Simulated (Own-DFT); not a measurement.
## Calculated data, Si$_{12}$O$_{23}$ (quartz with two neutral oxygen vacancies, strained, atoms displaced)

Computed with Own-DFT development build. A calculation, not a measurement: plane-wave PBE and HSE06 DFT by an unreviewed code, no spin, of a simulated cell at Gamma alone, so results move with cell size and shape, stress positive in tension, energies less offsets, not probed for a lower state with spin; oxygen file: force components 24 meV/angstrom off all-electron in a glass; k mesh not checked against a denser one; forces and stress are PBE's, HSE06 gives the energy alone, and its difference from PBE has offsets of its own; offsets are fitted by least squares, one for each functional and potential file, so energies compare only between cells with the same atoms and settings and are not formation energies; the far tail of each file's local potential was reset to the Coulomb form; each entry is a single point on an unrelaxed cell, so the pressure reflects the starting lattice, mostly measured values (interpolated for alloys), from which strain is counted, and rises with the displacements; printed positions are rounded, which can move forces by about a meV/angstrom; the program, named Own-DFT, is a retired in-house code; no spin-orbit coupling.

Entry: Si$_{12}$O$_{23}$ (quartz with two neutral oxygen vacancies, strained, atoms displaced)

```cif
# cell vector a (Å): 9.7823 0.0025 -0.0561
# cell vector b (Å): -4.8890 8.6245 0.0566
# cell vector c (Å): -0.0617 0.0363 10.8868
data_Si12O23
_symmetry_space_group_name_H-M 'P 1'
_symmetry_Int_Tables_number 1
_cell_length_a 9.7825
_cell_length_b 9.9140
_cell_length_c 10.8870
_cell_angle_alpha 89.347
_cell_angle_beta 90.653
_cell_angle_gamma 119.534
_cell_volume 918.58
loop_
_atom_site_label
_atom_site_type_symbol
_atom_site_fract_x
_atom_site_fract_y
_atom_site_fract_z
_atom_site_occupancy
Si1 Si 0.23348 0.00350 0.00060 1
Si2 Si 0.00248 0.23636 0.33368 1
Si3 Si 0.27075 0.26927 0.16633 1
O1 O 0.20339 0.12865 0.06776 1
O2 O 0.36569 0.07629 0.39190 1
O3 O 0.07253 0.36455 0.44014 1
O4 O 0.29092 0.42562 0.10945 1
Si4 Si 0.23125 0.00240 0.50306 1
Si5 Si 0.00186 0.23660 0.83343 1
Si6 Si 0.26796 0.26811 0.66822 1
O5 O 0.20141 0.12988 0.56086 1
O6 O 0.43105 0.29604 0.72639 1
O7 O 0.36956 0.07717 0.89100 1
O8 O 0.07326 0.36230 0.94087 1
O9 O 0.13389 0.20759 0.77671 1
O10 O 0.29962 0.43032 0.60438 1
Si7 Si 0.23887 0.50133 0.00429 1
Si8 Si 0.99250 0.72587 0.33211 1
Si9 Si 0.26967 0.76467 0.16622 1
O11 O 0.21025 0.63388 0.05886 1
O12 O 0.42586 0.79374 0.22877 1
O13 O 0.36500 0.57358 0.39252 1
O14 O 0.07467 0.86767 0.44126 1
O15 O 0.13561 0.70208 0.27456 1
O16 O 0.29149 0.92920 0.10617 1
Si10 Si 0.23841 0.50119 0.50094 1
Si11 Si 0.99623 0.73102 0.82888 1
Si12 Si 0.26205 0.76382 0.66315 1
O17 O 0.20521 0.63256 0.56119 1
O18 O 0.42728 0.79317 0.72521 1
O19 O 0.36409 0.57495 0.89535 1
O20 O 0.07221 0.86909 0.93873 1
O21 O 0.13523 0.70707 0.77770 1
O22 O 0.29190 0.92421 0.60765 1
Si13 Si 0.73363 0.00248 0.99731 1
Si14 Si 0.49761 0.23892 0.33573 1
Si15 Si 0.76896 0.27150 0.16435 1
O23 O 0.70873 0.13192 0.06313 1
O24 O 0.92748 0.29533 0.22917 1
O25 O 0.87178 0.07569 0.39513 1
O26 O 0.57107 0.36615 0.44161 1
O27 O 0.63379 0.20772 0.28019 1
O28 O 0.79079 0.42553 0.10486 1
Si16 Si 0.74345 0.00659 0.50313 1
Si17 Si 0.50327 0.23423 0.82460 1
Si18 Si 0.76466 0.26698 0.66467 1
O29 O 0.70087 0.13591 0.55727 1
O30 O 0.92249 0.29075 0.72446 1
O31 O 0.86419 0.07231 0.88799 1
O32 O 0.58037 0.37553 0.94134 1
O33 O 0.63678 0.20731 0.77062 1
O34 O 0.79093 0.42034 0.60495 1
Si19 Si 0.73568 0.49834 0.00324 1
Si20 Si 0.50189 0.72997 0.33376 1
Si21 Si 0.76344 0.76630 0.16656 1
O35 O 0.70282 0.63067 0.06214 1
O36 O 0.93059 0.79091 0.23065 1
O37 O 0.86775 0.57300 0.39161 1
O38 O 0.57183 0.86825 0.44125 1
O39 O 0.63696 0.71247 0.27767 1
O40 O 0.79417 0.92419 0.10380 1
Si22 Si 0.73077 0.49540 0.50170 1
Si23 Si 0.50096 0.73058 0.83089 1
Si24 Si 0.76202 0.76620 0.66437 1
O41 O 0.71118 0.63542 0.55402 1
O42 O 0.92594 0.79064 0.72675 1
O43 O 0.86877 0.56774 0.88773 1
O44 O 0.57881 0.86564 0.93999 1
O45 O 0.63293 0.70736 0.77594 1
O46 O 0.79292 0.92576 0.61119 1
```

Settings of this run: first functional PBE, second functional HSE06, exact exchange share 0.25, screening 0.11 1/bohr, exchange divergence Gygi-Baldereschi, potential files PseudoDojo norm-conserving, scalar-relativistic, made for PBE, standard set, wave cutoff 48 hartree, occupations fixed and k mesh 1 x 1 x 1 centred on Gamma.

The calculation gives: PBE energy of cell above offsets -21.640 eV; HSE06 less PBE above offsets 0.408 eV; PBE pressure 4.02 GPa; PBE stress xx -5.46 GPa; PBE stress yy -3.91 GPa; PBE stress zz -2.7 GPa; PBE stress yz 2.8 GPa; PBE stress xz -2.63 GPa; PBE stress xy 2.11 GPa.

Force:
```
element  x (eV/Å)  y (eV/Å)  z (eV/Å)
     Si     0.709    -1.034    -1.462
     Si     3.211    -0.099    -1.615
     Si     0.384    -1.948     4.336
      O    -0.632     0.827    -0.435
      O    -0.717    -0.664     1.251
      O      0.42     1.411      1.42
      O     0.837     0.968     0.161
     Si     1.823    -1.361    -1.962
     Si    -1.412     -0.37     0.279
     Si    -1.249    -1.116    -0.754
      O     -0.98     2.391     1.801
      O    -1.156     0.949    -1.747
      O    -0.412     0.176      0.43
      O     0.386     1.203     0.877
      O     1.812     0.253    -1.346
      O     1.023    -0.991     1.389
     Si    -1.791    -0.561    -1.985
     Si     4.291     2.882     1.854
     Si    -3.005     0.475    -0.485
      O    -0.513     0.513      0.42
      O     2.221     0.139     0.586
      O     0.396    -0.384      -0.1
      O    -0.588    -1.516    -1.009
      O    -0.592     0.095    -0.057
      O     1.209    -1.307     0.892
     Si    -2.145    -0.035    -1.192
     Si     1.352     0.816     3.096
     Si     0.394    -0.315     2.073
      O     0.191    -1.029    -0.844
      O     0.063    -0.149    -0.087
      O     0.812     0.025    -0.606
      O    -0.197    -0.694    -0.798
      O     1.057     0.026    -1.216
      O    -0.434     1.266    -0.416
     Si     1.577    -0.149      0.21
     Si     -1.12    -0.713    -2.646
     Si    -0.416    -2.942     2.164
      O    -0.658     0.974     0.277
      O    -0.872     0.663    -0.954
      O    -0.068    -0.637     0.365
      O    -0.654     0.471     0.626
      O     0.807     0.739    -1.595
      O     1.401     0.259     1.556
     Si    -2.676    -1.109    -1.125
     Si     0.302     0.483     4.934
     Si      0.86    -2.332    -0.391
      O     0.884    -0.555    -0.102
      O     1.735     0.372     0.617
      O    -0.048     0.235     0.299
      O    -1.592    -3.467    -2.732
      O    -0.098    -0.497     0.552
      O    -0.745     2.384    -0.633
     Si    -0.241     3.167    -2.865
     Si    -2.619     2.734     1.793
     Si     1.628    -0.444     0.113
      O     0.256      0.19     0.344
      O    -3.463     0.909    -3.099
      O    -1.528    -3.069     2.077
      O     1.132     0.089    -0.001
      O     2.302     -0.66    -1.173
      O    -0.177     0.751    -0.129
     Si     1.211     1.419    -1.378
     Si    -2.798     1.539     1.943
     Si      1.38    -2.099     0.805
      O    -0.776     0.859      1.17
      O    -1.972     0.591    -1.996
      O    -0.999    -0.485     1.587
      O     -1.15    -1.458    -1.074
      O     2.778    -0.625    -1.766
      O    -0.352     1.571     -0.52
```
